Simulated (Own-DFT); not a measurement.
## Calculated data, Al31GaO48 (corundum with substituted atoms, atoms displaced), Al32O47 (corundum with one vacancy, atoms displaced), Al16O23 (corundum with two vacancies, atoms displaced)

Computed with Own-DFT development build. A calculation, not a measurement: plane-wave PBE density functional theory by an unreviewed code, no spin, of a simulated periodic cell, stress positive in tension, free energy of the whole cell less one offset for each atom, defect cell not probed for a lower state with spin; oxygen file: force components 24 meV/angstrom off all-electron in one glass; forces on such cells passed a denser k mesh, this cell's mesh not checked; offsets are fitted by least squares, one for each functional and potential file, so energies compare only between cells with the same atoms and settings and are not formation energies; the far tail of each file's local potential was reset to the Coulomb form; each entry is a single point on an unrelaxed cell, so the pressure reflects the starting lattice, mostly measured values, from which strain is counted, and rises with the displacements; printed positions are rounded, which can move forces by about a meV/angstrom; the program is a retired in-house code; no spin-orbit coupling; before rounding, a Quantum ESPRESSO 7.3.1 run of the same cell and cutoff gave forces within 1 meV/angstrom rms on each cell, which checks the program and not the settings.

Settings shared by all entries: functional PBE; potential files PseudoDojo norm-conserving, scalar-relativistic, standard set; wave cutoff 72 hartree; occupations Fermi-Dirac; smearing width 0.1 eV; k mesh 3 x 3 x 3 centred on Gamma.

(1) Al31GaO48 (corundum with substituted atoms, atoms displaced)

```cif
# cell vector a (Å): 5.4940 0.0000 8.6604
# cell vector b (Å): -2.7470 4.7579 8.6604
# cell vector c (Å): -2.7470 -4.7579 8.6604
data_Al31GaO48
_symmetry_space_group_name_H-M 'P 1'
_symmetry_Int_Tables_number 1
_cell_length_a 10.2561
_cell_length_b 10.2560
_cell_length_c 10.2560
_cell_angle_alpha 55.280
_cell_angle_beta 55.280
_cell_angle_gamma 55.280
_cell_volume 679.15
loop_
_atom_site_label
_atom_site_type_symbol
_atom_site_fract_x
_atom_site_fract_y
_atom_site_fract_z
_atom_site_occupancy
Al1 Al 0.17662 0.17786 0.17057 1
Al2 Al 0.31981 0.30109 0.33337 1
Al3 Al 0.42801 0.43097 0.42832 1
Al4 Al 0.07771 0.06361 0.08616 1
O1 O 0.27423 0.45907 0.13410 1
O2 O 0.45239 0.12948 0.28368 1
O3 O 0.13131 0.26128 0.46770 1
O4 O 0.22221 0.02777 0.37904 1
O5 O 0.02678 0.37855 0.22096 1
O6 O 0.38032 0.20080 0.04323 1
Al5 Al 0.18089 0.17120 0.66438 1
Al6 Al 0.33508 0.31329 0.81332 1
Al7 Al 0.41493 0.43750 0.93270 1
Al8 Al 0.08207 0.08128 0.55906 1
O7 O 0.28481 0.47125 0.62199 1
O8 O 0.46984 0.13345 0.78609 1
O9 O 0.14425 0.26723 0.95774 1
O10 O 0.20983 0.02614 0.87309 1
O11 O 0.02362 0.38877 0.73626 1
O12 O 0.37720 0.23635 0.50519 1
Al9 Al 0.17491 0.66351 0.19450 1
Al10 Al 0.32902 0.83193 0.31013 1
Al11 Al 0.42177 0.91552 0.42970 1
Al12 Al 0.07680 0.57845 0.05206 1
O13 O 0.28583 0.97785 0.12901 1
O14 O 0.48073 0.60750 0.28345 1
O15 O 0.12461 0.77041 0.48012 1
O16 O 0.21990 0.53102 0.38682 1
O17 O 0.03015 0.87780 0.22339 1
O18 O 0.37775 0.73366 0.01373 1
Al13 Al 0.18249 0.66492 0.68018 1
Al14 Al 0.33188 0.82805 0.80804 1
Al15 Al 0.42423 0.93447 0.92152 1
Ga1 Ga 0.06880 0.56778 0.57936 1
O19 O 0.27678 0.98352 0.62260 1
O20 O 0.46915 0.61977 0.77940 1
O21 O 0.11908 0.78104 0.96990 1
O22 O 0.24100 0.51730 0.87689 1
O23 O 0.04583 0.88411 0.69470 1
O24 O 0.38566 0.73641 0.51470 1
Al16 Al 0.66892 0.15688 0.18849 1
Al17 Al 0.82854 0.31830 0.32713 1
Al18 Al 0.93006 0.42525 0.42300 1
Al19 Al 0.57374 0.08508 0.07037 1
O25 O 0.77121 0.46233 0.13645 1
O26 O 0.97546 0.12830 0.26008 1
O27 O 0.62797 0.26262 0.47767 1
O28 O 0.71194 0.03081 0.37756 1
O29 O 0.53784 0.37847 0.21535 1
O30 O 0.87489 0.23010 0.03173 1
Al20 Al 0.67924 0.17443 0.68715 1
Al21 Al 0.85174 0.30180 0.81318 1
Al22 Al 0.94848 0.41795 0.90828 1
Al23 Al 0.56750 0.08122 0.56990 1
O31 O 0.77234 0.47347 0.63447 1
O32 O 0.96907 0.13320 0.77653 1
O33 O 0.61815 0.28571 0.94632 1
O34 O 0.72136 0.03403 0.87684 1
O35 O 0.53983 0.36890 0.71036 1
O36 O 0.88094 0.22942 0.52070 1
Al24 Al 0.66786 0.69641 0.17603 1
Al25 Al 0.82435 0.83579 0.31556 1
Al26 Al 0.92604 0.91903 0.43949 1
Al27 Al 0.57381 0.57622 0.06354 1
O37 O 0.79316 0.96569 0.11844 1
O38 O 0.97080 0.62486 0.27098 1
O39 O 0.63984 0.77454 0.45774 1
O40 O 0.72320 0.51477 0.39478 1
O41 O 0.50876 0.86696 0.24267 1
O42 O 0.88274 0.74276 0.99941 1
Al28 Al 0.67463 0.68964 0.66515 1
Al29 Al 0.81405 0.85493 0.80415 1
Al30 Al 0.93059 0.91281 0.93074 1
Al31 Al 0.59448 0.56901 0.55948 1
O43 O 0.77332 0.96966 0.62951 1
O44 O 0.97923 0.63154 0.76872 1
O45 O 0.64586 0.76421 0.98165 1
O46 O 0.71739 0.52522 0.88374 1
O47 O 0.51976 0.89449 0.72530 1
O48 O 0.87314 0.71212 0.53635 1
```

```
free energy of cell above offsets : -41.521 eV
pressure                          : 16.92 GPa
stress xx                         : -18.77 GPa
stress yy                         : -17.09 GPa
stress zz                         : -14.89 GPa
stress yz                         : 0.23 GPa
stress xz                         : 3.76 GPa
stress xy                         : 1.15 GPa
```

Force:
```csv
element,x (eV/Å),y (eV/Å),z (eV/Å)
Al,-0.22,0.064,1.061
Al,-0.843,4.526,2.994
Al,1.568,-0.231,-1.814
Al,0.038,3.02,-1.622
O,-0.89,0.333,1.431
O,5.365,-1.713,-0.971
O,-2.157,1.537,2.099
O,0.356,1.476,-1.567
O,0.782,0.424,-0.675
O,-1.131,2.189,-0.487
Al,-0.961,-0.81,2.633
Al,-2.833,1.778,3.402
Al,2.528,-0.898,-0.345
Al,-1.067,-2.274,-1.646
O,0.27,-1.134,1.28
O,4.143,-2.572,-3.352
O,-1.035,-0.263,0.736
O,0.216,0.227,1.805
O,5.143,-1.789,-7.788
O,-1.018,-3.224,0.323
Al,0.767,1.662,-0.95
Al,-1.62,-4.392,-0.966
Al,-0.387,1.688,2.144
Al,-1.673,-1.758,1.539
O,0.743,1.296,-3.486
O,-1.846,3.457,2.048
O,0.678,2.672,0.94
O,2.035,1.557,-2.6
O,-0.048,-2.034,-1.119
O,-0.787,-1.406,0.083
Al,0.096,1.953,0.098
Al,-1.974,-2.286,0.366
Al,-0.212,-1.201,0.428
Ga,0.112,2.59,1.98
O,2.138,-0.472,-1.146
O,-0.314,2.845,1.65
O,2.227,-0.617,0.892
O,-0.923,1.386,-2.471
O,-1.75,-1.501,0.167
O,-0.828,-5.264,-2.308
Al,-0.668,4.745,3.196
Al,-0.938,1.59,-1.456
Al,-0.761,0.629,-0.03
Al,-0.176,0.033,-1.175
O,1.58,0.737,1.79
O,-1.337,-2.395,2.178
O,-0.038,0.521,0.86
O,1.17,-1.374,-0.133
O,-0.584,-1.486,-2.463
O,1.064,-1.127,-2.375
Al,0.125,2.65,-0.913
Al,-9.616,2.554,4.039
Al,-6.833,-3.337,3.938
Al,-0.089,1.193,1.049
O,2.355,0.509,0.08
O,5.662,-2.572,-3.601
O,1.14,-2.709,2.438
O,1.038,-0.378,-0.437
O,-1.96,0.835,0.478
O,0.034,-1.913,-0.965
Al,3.174,-2.58,-2.257
Al,1.723,-2.238,0.184
Al,1.179,0.972,-0.304
Al,0.688,-1.961,1.873
O,-2.825,0.627,-0.205
O,-0.436,0.061,1.308
O,-1.872,0.033,0.489
O,3.522,4.092,-2.912
O,3.597,3.951,2.596
O,-0.341,-3.464,-1
Al,-0.068,-3.552,-0.187
Al,2.485,-6.652,1.551
Al,0.369,3.536,0.973
Al,-4.999,-2.889,1.404
O,-0.176,3.113,-1.34
O,-1.397,-1.415,1.477
O,-2.356,2.982,-1.844
O,1.235,2.796,-1.074
O,1.876,-0.272,-1.943
O,-1.23,3.316,-0.072
```

(2) Al32O47 (corundum with one vacancy, atoms displaced)

```cif
# cell vector a (Å): 5.4940 0.0000 8.6604
# cell vector b (Å): -2.7470 4.7579 8.6604
# cell vector c (Å): -2.7470 -4.7579 8.6604
data_Al32O47
_symmetry_space_group_name_H-M 'P 1'
_symmetry_Int_Tables_number 1
_cell_length_a 10.2561
_cell_length_b 10.2560
_cell_length_c 10.2560
_cell_angle_alpha 55.280
_cell_angle_beta 55.280
_cell_angle_gamma 55.280
_cell_volume 679.15
loop_
_atom_site_label
_atom_site_type_symbol
_atom_site_fract_x
_atom_site_fract_y
_atom_site_fract_z
_atom_site_occupancy
Al1 Al 0.17620 0.18264 0.17446 1
Al2 Al 0.32209 0.31984 0.32600 1
Al3 Al 0.42049 0.42534 0.42900 1
Al4 Al 0.07211 0.07520 0.07547 1
O1 O 0.27596 0.47741 0.12053 1
O2 O 0.47235 0.12258 0.28204 1
O3 O 0.12391 0.27600 0.47040 1
O4 O 0.22386 0.02801 0.37420 1
O5 O 0.02992 0.37530 0.22208 1
O6 O 0.37737 0.21886 0.03024 1
Al5 Al 0.17499 0.17612 0.67466 1
Al6 Al 0.32301 0.31946 0.81964 1
Al7 Al 0.43278 0.42236 0.92548 1
Al8 Al 0.07640 0.08039 0.56605 1
O7 O 0.28062 0.47020 0.62457 1
O8 O 0.47697 0.12365 0.77819 1
O9 O 0.12558 0.27716 0.97232 1
O10 O 0.03190 0.37284 0.72247 1
O11 O 0.37254 0.22035 0.53183 1
Al9 Al 0.17101 0.67962 0.17820 1
Al10 Al 0.32179 0.82109 0.32495 1
Al11 Al 0.42380 0.92376 0.42887 1
Al12 Al 0.07888 0.57143 0.07308 1
O12 O 0.27492 0.97409 0.12476 1
O13 O 0.46841 0.62333 0.27992 1
O14 O 0.12117 0.78081 0.47277 1
O15 O 0.22435 0.52796 0.37585 1
O16 O 0.02743 0.87150 0.22329 1
O17 O 0.37757 0.71397 0.03273 1
Al13 Al 0.18674 0.66645 0.67460 1
Al14 Al 0.32218 0.81798 0.83059 1
Al15 Al 0.42144 0.92102 0.92966 1
Al16 Al 0.06895 0.57811 0.56935 1
O18 O 0.27692 0.96780 0.63165 1
O19 O 0.47032 0.62963 0.77522 1
O20 O 0.11848 0.78526 0.96849 1
O21 O 0.23078 0.52153 0.87439 1
O22 O 0.02835 0.87871 0.72026 1
O23 O 0.37822 0.71447 0.52926 1
Al17 Al 0.67968 0.17298 0.16799 1
Al18 Al 0.82106 0.33100 0.32131 1
Al19 Al 0.92112 0.42706 0.42912 1
Al20 Al 0.56955 0.08340 0.06997 1
O24 O 0.77549 0.46947 0.12490 1
O25 O 0.96776 0.12526 0.28027 1
O26 O 0.62251 0.27777 0.47422 1
O27 O 0.72015 0.02602 0.37617 1
O28 O 0.52403 0.36822 0.23176 1
O29 O 0.87480 0.22517 0.01992 1
Al21 Al 0.67718 0.17258 0.68276 1
Al22 Al 0.81561 0.32627 0.82613 1
Al23 Al 0.92108 0.42715 0.93153 1
Al24 Al 0.57922 0.07029 0.57574 1
O30 O 0.78432 0.47068 0.62741 1
O31 O 0.97368 0.12381 0.77506 1
O32 O 0.62770 0.27379 0.97714 1
O33 O 0.72394 0.03073 0.87503 1
O34 O 0.52584 0.37134 0.72183 1
O35 O 0.87729 0.22320 0.52482 1
Al25 Al 0.67849 0.67500 0.17106 1
Al26 Al 0.82880 0.81865 0.32097 1
Al27 Al 0.92499 0.92862 0.42485 1
Al28 Al 0.56934 0.57452 0.07316 1
O36 O 0.77560 0.96625 0.12874 1
O37 O 0.97324 0.62356 0.27256 1
O38 O 0.62445 0.78401 0.46353 1
O39 O 0.72385 0.52172 0.38324 1
O40 O 0.52824 0.87127 0.23152 1
O41 O 0.87026 0.71784 0.02924 1
Al29 Al 0.67274 0.67879 0.67397 1
Al30 Al 0.82756 0.82098 0.82340 1
Al31 Al 0.92833 0.91937 0.93085 1
Al32 Al 0.56683 0.57838 0.57730 1
O42 O 0.77655 0.97485 0.62022 1
O43 O 0.97382 0.62269 0.77978 1
O44 O 0.62385 0.77313 0.97560 1
O45 O 0.72466 0.52432 0.87673 1
O46 O 0.53015 0.87844 0.71863 1
O47 O 0.87388 0.72952 0.52718 1
```

```
free energy of cell above offsets : -56.236 eV
pressure                          : 7.35 GPa
stress xx                         : -8.05 GPa
stress yy                         : -7.46 GPa
stress zz                         : -6.53 GPa
stress yz                         : 0.38 GPa
stress xz                         : -0.56 GPa
stress xy                         : 0.54 GPa
```

Force:
```csv
element,x (eV/Å),y (eV/Å),z (eV/Å)
Al,0.284,-0.835,-0.792
Al,0.392,0.244,0.728
Al,1.098,-0.353,0.119
Al,0.767,0.483,-0.441
O,0.508,-0.56,0.41
O,-0.086,0.527,-0.504
O,0.081,0.523,0.533
O,-0.022,0.033,-0.208
O,-0.174,0.302,-0.256
O,-0.44,0.572,-0.06
Al,-0.224,-1.178,0.581
Al,0.119,-0.21,0.75
Al,-0.939,0.311,-1
Al,-0.546,-1.547,-0.36
O,-0.496,0.246,-0.133
O,-0.393,-0.911,-0.687
O,-0.411,0.022,0.121
O,-0.317,0.577,-0.064
O,0.033,-0.154,-0.028
Al,0.909,-0.56,-0.065
Al,0.175,0.511,0.455
Al,0.099,0.634,0.146
Al,-0.171,0.287,-0.706
O,0.258,-0.502,0.283
O,0.269,0.212,0.263
O,0.573,-0.234,0.112
O,-0.649,0.473,-0.96
O,-0.162,0.487,0.271
O,-0.893,0.901,-0.925
Al,-1.713,0.268,-0.183
Al,-0.629,1.514,0.476
Al,-0.154,0.977,0.52
Al,0.113,-1.109,0.801
O,0.511,0.516,-0.382
O,0.68,-0.848,-0.166
O,1.274,-1.543,0.827
O,-0.749,0.239,-0.024
O,0.499,-0.709,-0.699
O,-0.663,0.581,0.045
Al,-0.967,-1.771,1.704
Al,-0.115,-1.56,-0.488
Al,0.457,-0.134,-0.198
Al,0.926,-2.546,-0.486
O,-0.411,-0.278,0.706
O,0.325,0.766,0.235
O,0.155,0.405,0.216
O,0.534,0.581,-0.146
O,0.713,1.286,-0.318
O,-0.059,-1.103,0.375
Al,0.638,1.163,-0.82
Al,2.282,-0.154,1.169
Al,1.333,0.642,-0.658
Al,-0.586,1.23,-0.238
O,-0.992,0.814,-0.671
O,-0.814,-0.003,0.365
O,-0.757,0.977,-0.925
O,-0.148,-0.558,-0.18
O,-0.014,0.353,1.625
O,-0.361,-0.333,-0.106
Al,-1.567,-0.718,0.29
Al,-1.35,0.361,0.474
Al,-0.408,0.091,-0.154
Al,0.712,-1.507,0.614
O,0.386,0.676,0.169
O,-0.341,-0.362,0.636
O,0.335,-1.843,0.477
O,-0.307,1.265,-0.562
O,0.513,0.837,-1.113
O,1.164,0.253,1.079
Al,0.486,0.298,0.84
Al,0.034,0.644,-0.134
Al,-0.928,1.927,-0.766
Al,1.376,-0.205,-0.463
O,0.102,-1.187,1.086
O,0.043,0.034,-0.086
O,-0.052,0.722,0.002
O,-0.86,0.778,-0.562
O,-0.236,-1.304,-0.548
O,-0.053,-0.729,-1.238
```

(3) Al32O47 (corundum with one vacancy, atoms displaced)

```cif
# cell vector a (Å): 5.4940 0.0000 8.6604
# cell vector b (Å): -2.7470 4.7579 8.6604
# cell vector c (Å): -2.7470 -4.7579 8.6604
data_Al32O47
_symmetry_space_group_name_H-M 'P 1'
_symmetry_Int_Tables_number 1
_cell_length_a 10.2561
_cell_length_b 10.2560
_cell_length_c 10.2560
_cell_angle_alpha 55.280
_cell_angle_beta 55.280
_cell_angle_gamma 55.280
_cell_volume 679.15
loop_
_atom_site_label
_atom_site_type_symbol
_atom_site_fract_x
_atom_site_fract_y
_atom_site_fract_z
_atom_site_occupancy
Al1 Al 0.17821 0.17329 0.17848 1
Al2 Al 0.34227 0.31197 0.32809 1
Al3 Al 0.42112 0.40883 0.44509 1
Al4 Al 0.07665 0.06974 0.07533 1
O1 O 0.28056 0.47918 0.11240 1
O2 O 0.45920 0.13445 0.27653 1
O3 O 0.12333 0.27435 0.48007 1
O4 O 0.22990 0.01928 0.36786 1
O5 O 0.03797 0.36471 0.22128 1
O6 O 0.38356 0.22406 0.03068 1
Al5 Al 0.16594 0.16439 0.67607 1
Al6 Al 0.32082 0.31299 0.83179 1
Al7 Al 0.41472 0.42352 0.93187 1
Al8 Al 0.06766 0.07135 0.58494 1
O7 O 0.28962 0.46335 0.61611 1
O8 O 0.45878 0.11960 0.78494 1
O9 O 0.12831 0.28436 0.96674 1
O10 O 0.21217 0.02592 0.89700 1
O11 O 0.02128 0.37690 0.72527 1
O12 O 0.38242 0.21682 0.52937 1
Al9 Al 0.16935 0.68245 0.16716 1
Al10 Al 0.32383 0.82072 0.31348 1
Al11 Al 0.43151 0.92155 0.43014 1
Al12 Al 0.07206 0.56756 0.07820 1
O13 O 0.27880 0.97516 0.12402 1
O14 O 0.48087 0.62081 0.28352 1
O15 O 0.12042 0.78322 0.47291 1
O16 O 0.21240 0.53626 0.37690 1
O17 O 0.03316 0.87057 0.22617 1
O18 O 0.37607 0.71261 0.04463 1
Al13 Al 0.17718 0.65501 0.68119 1
Al14 Al 0.34246 0.82674 0.80992 1
Al15 Al 0.43218 0.92874 0.91920 1
Al16 Al 0.07661 0.58321 0.55919 1
O19 O 0.27388 0.97189 0.61037 1
O20 O 0.47858 0.61770 0.78315 1
O21 O 0.12621 0.77135 0.98243 1
O22 O 0.21382 0.52881 0.87361 1
O23 O 0.03035 0.88339 0.70750 1
O24 O 0.39380 0.70451 0.51873 1
Al17 Al 0.66182 0.18020 0.17736 1
Al18 Al 0.82572 0.31134 0.32918 1
Al19 Al 0.92586 0.41880 0.43008 1
Al20 Al 0.57136 0.07843 0.07561 1
O25 O 0.78032 0.46402 0.10928 1
O26 O 0.97969 0.12194 0.27780 1
O27 O 0.61348 0.28690 0.47449 1
O28 O 0.72369 0.02200 0.37966 1
O29 O 0.52536 0.39590 0.21229 1
O30 O 0.86182 0.21611 0.03542 1
Al21 Al 0.66777 0.16527 0.69036 1
Al22 Al 0.81903 0.32799 0.82333 1
Al23 Al 0.91109 0.43567 0.93001 1
Al24 Al 0.56651 0.06976 0.58558 1
O31 O 0.77475 0.47359 0.61880 1
O32 O 0.98024 0.12834 0.77186 1
O33 O 0.62710 0.27149 0.97226 1
O34 O 0.70847 0.03148 0.88854 1
O35 O 0.53543 0.38459 0.70502 1
O36 O 0.88108 0.21403 0.53660 1
Al25 Al 0.67129 0.68215 0.17655 1
Al26 Al 0.82187 0.83825 0.31052 1
Al27 Al 0.92372 0.93469 0.42150 1
Al28 Al 0.58340 0.56678 0.06468 1
O37 O 0.78637 0.96472 0.12086 1
O38 O 0.98570 0.61753 0.27702 1
O39 O 0.62666 0.77935 0.45683 1
O40 O 0.70945 0.52645 0.38584 1
O41 O 0.52544 0.88023 0.23978 1
O42 O 0.86809 0.70686 0.04865 1
Al29 Al 0.66391 0.66580 0.69882 1
Al30 Al 0.82057 0.81763 0.82729 1
Al31 Al 0.91657 0.93497 0.92850 1
Al32 Al 0.57759 0.56022 0.57161 1
O43 O 0.97356 0.62489 0.76823 1
O44 O 0.62490 0.77751 0.98289 1
O45 O 0.73122 0.52943 0.85623 1
O46 O 0.52407 0.85580 0.74783 1
O47 O 0.86447 0.72907 0.54031 1
```

```
free energy of cell above offsets : -45.875 eV
pressure                          : 12.75 GPa
stress xx                         : -14.21 GPa
stress yy                         : -11.61 GPa
stress zz                         : -12.44 GPa
stress yz                         : 1.01 GPa
stress xz                         : 1.52 GPa
stress xy                         : -0.88 GPa
```

Force:
```csv
element,x (eV/Å),y (eV/Å),z (eV/Å)
Al,0.906,-0.559,0.226
Al,-4.417,2.848,-0.653
Al,0.954,5.115,-0.089
Al,-2.409,-0.252,0.82
O,-0.176,-2.093,0.677
O,2.111,-0.75,0.957
O,1.078,1.07,-0.025
O,-1.615,-0.225,0.937
O,-1.781,0.124,0.127
O,-1.105,0.711,-2.772
Al,-0.268,1.416,4.21
Al,0.033,1.981,0.778
Al,1.295,1.605,0.846
Al,2.226,2.127,-1.718
O,-3.536,-1.966,1.664
O,0.725,1.804,1.607
O,-1.538,-1.394,-1.041
O,4.043,2.849,-3.317
O,1.13,-0.287,-0.126
O,-0.607,-0.812,-1.851
Al,1.323,-1.961,1.602
Al,-0.398,-1.638,2.264
Al,0.349,0.462,-3.313
Al,-0.068,0.154,0.911
O,0.762,0.872,-0.39
O,0.097,0.387,-1.226
O,0.492,-0.288,-0.286
O,2.523,-0.42,-0.817
O,-1.104,0.636,-0.093
O,0.384,1.759,-0.239
Al,0.654,3.309,1.356
Al,-3.456,-2.95,-2.677
Al,-2.145,-4.645,-0.127
Al,-1.939,-1.343,-0.725
O,-0.469,-2.615,3.826
O,-1.047,0.43,-0.496
O,-0.16,3.544,-1.569
O,0.666,-1.071,0.66
O,-1.39,-3.588,-0.8
O,-3.387,-0.435,-0.237
Al,1.19,0.432,1.59
Al,-1.261,1.197,0.777
Al,-0.035,1.052,0.679
Al,-0.299,-1.953,-0.151
O,-3.182,-2.636,3.422
O,-0.885,0.264,-0.718
O,2.67,-1.948,0.511
O,-1.542,1.337,-0.248
O,0.448,-4.786,-3.032
O,0.989,0.362,1.037
Al,1.036,1.68,0.683
Al,1.176,0.19,0.02
Al,6.233,1.456,-1.97
Al,2.427,0.439,0.402
O,-0.052,-1.108,1.006
O,-2.149,-2.402,-1.801
O,-0.515,0.642,0.294
O,1.94,0.335,-0.642
O,-1.085,-6.138,-2.432
O,-1.488,0.69,-1.895
Al,-2.075,-2.227,0.499
Al,0.648,-4.115,0.365
Al,0.127,-2.116,-0.482
Al,-2.17,1.098,1.644
O,-2.087,0.858,0.43
O,-1.913,-0.395,-1.03
O,0.215,-1.091,2.799
O,4.931,1.38,-1.578
O,2.558,2.187,-2.473
O,1.439,2.432,0.137
Al,3.255,5.275,-2.716
Al,0.957,1.131,0.631
Al,2.601,-0.36,-0.575
Al,-1.245,2.866,2.88
O,-0.915,-0.664,1.059
O,0.122,1.205,-1.242
O,-1.574,-4.411,2.805
O,0.798,3.475,1.094
O,-0.024,0.451,-0.658
```

(4) Al16O23 (corundum with two vacancies, atoms displaced)

```cif
# cell vector a (Å): 5.4940 0.0000 8.6604
# cell vector b (Å): -2.7470 4.7579 8.6604
# cell vector c (Å): -2.7470 -4.7579 8.6604
data_Al16O23
_symmetry_space_group_name_H-M 'P 1'
_symmetry_Int_Tables_number 1
_cell_length_a 10.2561
_cell_length_b 10.2560
_cell_length_c 10.2560
_cell_angle_alpha 55.280
_cell_angle_beta 55.280
_cell_angle_gamma 55.280
_cell_volume 679.15
loop_
_atom_site_label
_atom_site_type_symbol
_atom_site_fract_x
_atom_site_fract_y
_atom_site_fract_z
_atom_site_occupancy
Al1 Al 0.17436 0.17829 0.17833 1
Al2 Al 0.32768 0.32462 0.32055 1
Al3 Al 0.42904 0.42902 0.42059 1
Al4 Al 0.07527 0.07578 0.07244 1
O1 O 0.28103 0.47295 0.11663 1
O2 O 0.11500 0.27973 0.47376 1
O3 O 0.21927 0.03388 0.37626 1
O4 O 0.02660 0.37507 0.22463 1
O5 O 0.37943 0.22407 0.02285 1
Al5 Al 0.17342 0.17980 0.67174 1
Al6 Al 0.32265 0.32212 0.82478 1
Al7 Al 0.43337 0.42450 0.91989 1
Al8 Al 0.07521 0.07632 0.57402 1
O6 O 0.27550 0.47287 0.62550 1
O7 O 0.46860 0.13361 0.77597 1
O8 O 0.12438 0.27667 0.97082 1
O9 O 0.22176 0.03297 0.87258 1
O10 O 0.02145 0.37598 0.72397 1
O11 O 0.37071 0.22177 0.52688 1
Al9 Al 0.17078 0.67871 0.17752 1
Al10 Al 0.32090 0.82822 0.32386 1
Al11 Al 0.42523 0.92564 0.42897 1
Al12 Al 0.08294 0.57161 0.06874 1
O12 O 0.27017 0.97259 0.13192 1
O13 O 0.47234 0.62553 0.27136 1
O14 O 0.11896 0.77640 0.47612 1
O15 O 0.21972 0.53031 0.37182 1
O16 O 0.02916 0.87453 0.22027 1
O17 O 0.37529 0.72232 0.02094 1
Al13 Al 0.17382 0.68101 0.66998 1
Al14 Al 0.32155 0.83336 0.82502 1
Al15 Al 0.42575 0.92819 0.92506 1
Al16 Al 0.07073 0.57720 0.57537 1
O18 O 0.27081 0.96876 0.62945 1
O19 O 0.46972 0.61955 0.78586 1
O20 O 0.12570 0.77807 0.96775 1
O21 O 0.21823 0.52824 0.87568 1
O22 O 0.02617 0.87298 0.72283 1
O23 O 0.37359 0.72515 0.52851 1
Al17 Al 0.67900 0.17544 0.17754 1
Al18 Al 0.82639 0.32534 0.31954 1
Al19 Al 0.92611 0.41860 0.42724 1
Al20 Al 0.57342 0.07157 0.07604 1
O24 O 0.77435 0.47224 0.12885 1
O25 O 0.96918 0.13243 0.27432 1
O26 O 0.61742 0.27848 0.47716 1
O27 O 0.72397 0.02772 0.37981 1
O28 O 0.52594 0.38192 0.21762 1
O29 O 0.86524 0.22964 0.03495 1
Al21 Al 0.67178 0.18182 0.67484 1
Al22 Al 0.82889 0.32814 0.81638 1
Al23 Al 0.92055 0.42645 0.92816 1
Al24 Al 0.57513 0.07961 0.56916 1
O30 O 0.77819 0.47269 0.63021 1
O31 O 0.96865 0.13378 0.77888 1
O32 O 0.62413 0.28107 0.97335 1
O33 O 0.72821 0.02565 0.86724 1
O34 O 0.52958 0.37579 0.72130 1
O35 O 0.87217 0.22698 0.52188 1
Al25 Al 0.67287 0.67273 0.17661 1
Al26 Al 0.82155 0.82260 0.32574 1
Al27 Al 0.91995 0.93166 0.42637 1
Al28 Al 0.57730 0.57250 0.07535 1
O36 O 0.97078 0.62402 0.28227 1
O37 O 0.62172 0.77801 0.47639 1
O38 O 0.73270 0.52413 0.37221 1
O39 O 0.53361 0.87250 0.22593 1
O40 O 0.87793 0.71976 0.02573 1
Al29 Al 0.68280 0.67589 0.67730 1
Al30 Al 0.82837 0.81513 0.82651 1
Al31 Al 0.93209 0.92555 0.92187 1
Al32 Al 0.57459 0.57422 0.57399 1
O41 O 0.78000 0.96753 0.62313 1
O42 O 0.97189 0.62391 0.77422 1
O43 O 0.62673 0.78086 0.96502 1
O44 O 0.71696 0.53789 0.87178 1
O45 O 0.52893 0.86559 0.72223 1
O46 O 0.87256 0.71903 0.52998 1
```

```
free energy of cell above offsets : -53.260 eV
pressure                          : 7.32 GPa
stress xx                         : -7.87 GPa
stress yy                         : -6.99 GPa
stress zz                         : -7.11 GPa
stress yz                         : 0.2 GPa
stress xz                         : 0.23 GPa
stress xy                         : -0.07 GPa
```

Force:
```csv
element,x (eV/Å),y (eV/Å),z (eV/Å)
Al,0.15,0.509,0.126
Al,0.021,0.036,-1.086
Al,-1.206,-0.497,-0.517
Al,-0.658,-0.073,-0.321
O,-0.553,-0.922,0.576
O,1.403,-0.231,1.277
O,0.67,-0.141,-0.736
O,0.852,0.551,-0.297
O,-0.463,-0.975,-0.501
Al,-0.235,-0.134,0.202
Al,-0.945,0.879,0.66
Al,-0.76,-0.184,0.161
Al,-0.616,-0.295,-0.837
O,0.544,0.364,-0.219
O,0.858,-1.234,-1.094
O,-0.227,0.065,0.182
O,0.031,0.051,-0.013
O,0.639,0.303,0.738
O,0.435,0.088,0.531
Al,0.838,0.113,-0.434
Al,-0.019,-0.593,0.034
Al,0.17,0.788,0.682
Al,-1.032,-0.235,-0.042
O,1.039,0.464,0.075
O,-0.8,0.18,1.171
O,0.636,1.098,0.551
O,0.051,-0.579,0.489
O,-0.671,0.433,0.547
O,-0.662,-0.622,1.237
Al,0.206,-1.259,0.579
Al,1.252,-1.189,-1.427
Al,0.229,-0.075,-0.193
Al,0.5,-0.161,-0.742
O,-0.096,0.416,0.658
O,0.191,1.511,0.016
O,-0.105,-0.016,0.646
O,0.809,0.489,-0.753
O,0.27,0.844,0.461
O,0.234,0.133,-0.734
Al,-0.544,-0.127,-1.391
Al,-0.581,-0.542,0.449
Al,-0.949,1.215,0.879
Al,0.851,0.493,1.038
O,0.31,0.541,-0.27
O,0.336,-0.858,-0.44
O,0.901,0.902,0.378
O,-0.048,0.838,-0.727
O,0.297,-1.106,-0.029
O,1.35,0.082,0.174
Al,0.846,-0.626,0.107
Al,-1.719,-0.934,0.01
Al,0.476,0.315,0.218
Al,-0.55,-1.379,-0.48
O,0.396,1.001,-1.296
O,1.013,-0.99,-1.086
O,0.74,-0.353,-0.027
O,-1.075,-0.326,0.586
O,0.005,0.341,-0.24
O,0.124,-1.371,0.049
Al,0.604,0.447,1.589
Al,-0.011,0.67,-0.562
Al,0.941,-0.172,-0.078
Al,-0.538,1.421,-1.381
O,0.473,0.16,-0.313
O,0.255,0.076,-0.092
O,-1.797,0.453,-0.789
O,-0.241,0.031,-1.185
O,-0.387,-0.447,-0.286
Al,-0.885,-0.095,-1.859
Al,-0.454,1.168,0.511
Al,-1.24,-0.365,-0.287
Al,-0.113,-0.08,0.883
O,-0.988,-0.039,0.542
O,-0.324,-0.638,0.155
O,-0.594,-0.776,0.251
O,0.676,-1.652,0.885
O,-1.226,1.953,1.805
O,0.691,0.87,0.654
```
